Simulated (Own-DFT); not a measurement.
# Response to strain: wurtzite AlGaN with randomly placed atoms, 128 atoms (Al48Ga16N64)

These are calculations, not measurements. They come from Own-DFT, an in-house plane-wave density functional program, since retired, whose code no person has reviewed. Each row is one single-point run on a periodic cell that was not relaxed, without spin or spin-orbit coupling.

Settings of every run: PBE; PseudoDojo norm-conserving scalar-relativistic files (stringent for Ga); cutoff 96 hartree; 3 x 3 x 3 k mesh centred on Gamma; Gaussian smearing of 0.01 eV.

Known limits: k mesh not checked against a denser one; stress not checked against mesh or cutoff.

Unstrained cell vectors in Å: (12.525, 0.000, 0.000); (-6.263, 10.847, 0.000); (0.000, 0.000, 10.066). The unstrained cell has measured lattice constants (interpolated for alloys), not those of this functional. That, the random moves and any unrelaxed bonds set the pressure at no strain. Each run strains this cell uniformly, with the atoms carried along. Every atom was also moved at random, by a Gaussian of width 0.05 Å on each axis. The random placing of the alloy's atoms differs from row to row. Strain is the symmetric tensor, in per cent. Stress is positive in tension, and the pressure is minus a third of its trace.

| run | e_xx (%) | e_yy (%) | e_zz (%) | s_xx (GPa) | s_yy (GPa) | s_zz (GPa) | P (GPa) | E (meV/atom) |
|---|---|---|---|---|---|---|---|---|
| 1 | 0.25 | 0.25 | 0.00 | -5.47 | -5.24 | -5.41 | 5.37 | 0.0 |
| 2 | -2.25 | -2.25 | 0.00 | -21.41 | -21.67 | -9.31 | 17.46 | 52.2 |
| 3 | -0.50 | -0.50 | 0.00 | -8.73 | -9.58 | -8.19 | 8.84 | 14.1 |
| 4 | 3.00 | 3.00 | 0.00 | 9.18 | 7.59 | -3.06 | -4.57 | 7.4 |
| 5 | 1.50 | 1.50 | 0.00 | 1.52 | 1.81 | -4.69 | 0.45 | 0.8 |
| 6 | -1.50 | -1.50 | 0.00 | -15.39 | -16.42 | -9.01 | 13.61 | 32.8 |
| 7 | 2.75 | 2.75 | 0.00 | 7.34 | 7.17 | -2.75 | -3.92 | 4.3 |
| 8 | -1.00 | -1.00 | 0.00 | -11.98 | -12.31 | -7.88 | 10.72 | 6.8 |
| 9 | 2.50 | 2.50 | 0.00 | ? | ? | ? | ? | ? |

E is the free energy for each atom above the lowest run shown.

## Worked fit

The change of volume is close to e_xx + e_yy + e_zz. A straight line through the runs shown gives P = 7.22 - 206 x (fractional change of volume) GPa, with an error of 7 on the slope and a scatter of 0.76 GPa. The strain isn't the same on all axes and the cell isn't cubic, so the slope belongs to this path and is not the bulk modulus.

## Withheld run

Question: what pressure should run 9 give? Its volume changes by 5.06 %.

The line gives -3.2 GPa. The calculation gave -3.09 GPa.
